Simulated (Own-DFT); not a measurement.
# How strain changes the stress of wurtzite AlN, 72 atoms (Al36N36)

All numbers below are calculated, not measured. The program, named Own-DFT, is a retired in-house plane-wave density functional code that no person has reviewed. Each row is one single-point run on a periodic cell that was not relaxed, without spin or spin-orbit coupling.

Settings of every run: PBE; PseudoDojo norm-conserving scalar-relativistic files; cutoff 42 hartree; 3 x 3 x 2 k mesh centred on Gamma; Fermi-Dirac smearing of 0.1 eV.

Known limits: forces on such cells moved up to 12 meV/angstrom on a denser k mesh; stress not checked against mesh or cutoff.

Unstrained cell vectors in Å: (9.336, 0.000, 0.000); (-4.668, 8.085, 0.000); (0.000, 0.000, 9.964). The unstrained cell has measured lattice constants (interpolated for alloys), not those of this functional. That, the random moves and any unrelaxed bonds set the pressure at no strain. Each run strains this cell uniformly, with the atoms carried along. Every atom was also moved at random, by a Gaussian of width 0.05 Å on each axis. Strain is the symmetric tensor, in per cent. Stress is positive in tension, and the pressure is minus a third of its trace.

```
run  e_xx (%)  e_yy (%)  e_zz (%)  e_yz (%)  e_xz (%)  e_xy (%)  s_xx (GPa)  s_yy (GPa)  s_zz (GPa)  s_yz (GPa)  s_xz (GPa)  s_xy (GPa)  P (GPa)  E (meV/atom)
  1      1.37      1.32     -0.51     -0.85     -0.54      1.74        2.79        2.14       -8.58       -1.71       -1.80        4.78     1.22          16.5
  2      1.48      0.73      1.76     -0.31      0.26     -0.87        2.61        1.36        2.65       -0.71        1.18       -3.32    -2.21           9.2
  3     -0.73      1.14     -0.44      1.39      0.26      0.92       -8.31       -0.21       -9.38        3.20       -0.48        1.85     5.97          36.9
  4      1.45     -1.79     -1.37      1.09      1.70     -0.09       -2.31      -14.85      -11.39        2.26        3.68        0.87     9.52          45.6
  5     -1.40      0.47     -1.73      0.31      0.00     -0.53      -14.32       -6.91      -14.06       -0.19        0.10       -2.86    11.76          49.5
  6      0.60     -1.29     -0.93     -0.86     -0.54     -0.90       -4.04      -12.88      -10.96       -1.48       -0.92       -1.15     9.29          34.8
  7     -0.68      1.10      1.41      0.25     -1.27     -0.14       -5.44       -0.86        2.11        0.45       -2.50       -0.49     1.39           0.2
  8      0.86      1.58      1.47     -0.58      0.57     -1.40        0.21        3.24        4.13       -0.98        1.41       -3.90    -2.53           0.0
  9     -0.17      1.01      1.89      1.33     -1.59      1.68       -6.66        0.20        4.21        2.83       -4.31        5.86     0.75          35.5
 10     -0.46     -0.69     -0.96     -1.93     -0.92      1.49       -9.91      -10.74      -10.91       -5.56       -0.58        7.42    10.52          47.6
 11     -1.24     -1.73     -1.79      1.92     -1.75      1.37      -15.08      -18.30      -18.92        5.50       -6.49        5.97    17.43          77.2
 12      1.58      0.64     -1.29     -1.80     -1.69     -0.60        3.71       -2.14      -11.24       -3.38       -3.57       -1.24     3.22          20.2
 13     -1.43     -1.00     -1.23      1.55      1.27     -1.96      -13.40      -15.19      -15.75        4.19        2.54       -6.96    14.78          72.0
 14      0.51     -0.99     -0.75     -1.33     -0.84      0.73       -4.79      -11.93       -8.73       -4.14       -1.81        2.19     8.48          41.4
 15      0.73     -0.49      1.98      0.72      0.11     -0.20       -1.95       -4.96        3.57        1.41       -0.36       -0.41     1.11          12.8
 16     -1.24      0.79     -0.59      0.62     -2.00      0.08      -10.53       -4.25       -9.71        0.07       -4.98       -2.59     8.16          39.9
 17      0.56     -1.26     -0.82      0.34     -1.08     -0.60       -6.38      -11.20       -9.91        1.43       -3.49       -2.07     9.16          39.2
 18     -0.09      0.45     -1.35     -1.06      0.85      0.54           ?           ?           ?           ?           ?           ?        ?             ?
```

E is the free energy for each atom above the lowest run shown.

## Worked fit

Each stress component was fitted by least squares to a constant and the strains of the runs shown, as fractions, with shears doubled. Shear strains stay in the fit of a normal stress only where such slopes are resolved. The slopes, in GPa:

```
stress,at no strain,per e_xx,per e_yy,per e_zz,scatter
s_xx,-5.9,494 ± 28,139 ± 30,25 ± 27,1.17
s_yy,-6.1,135 ± 19,508 ± 20,87 ± 18,0.81
s_zz,-6.1,84 ± 33,52 ± 35,504 ± 31,1.36
```

Each shear stress against twice its own strain: yz 134 ± 10, xz 130 ± 7, xy 177 ± 15 GPa. These are stiffnesses along x, y and z of the frame in which the cell vectors are given, which need not be the crystal's axes. The atoms are held to the strained lattice; where symmetry lets them move under strain, relaxing them would lower some slopes. The table should be nearly symmetric about its diagonal, and what it lacks of that shows the noise. A ninth of its sum, 225 ± 5 GPa, estimates the bulk modulus near the mean pressure of these runs, 6.4 GPa, so it lies above the value at zero pressure.

## Withheld run

Question: what normal stresses and pressure should run 18 give?

The fit gives s_xx = -6.1, s_yy = -5.2, s_zz = -12.8 and P = 8.0 GPa. The calculation gave -7.89, -3.76, -10.67 and P = 7.44 GPa.
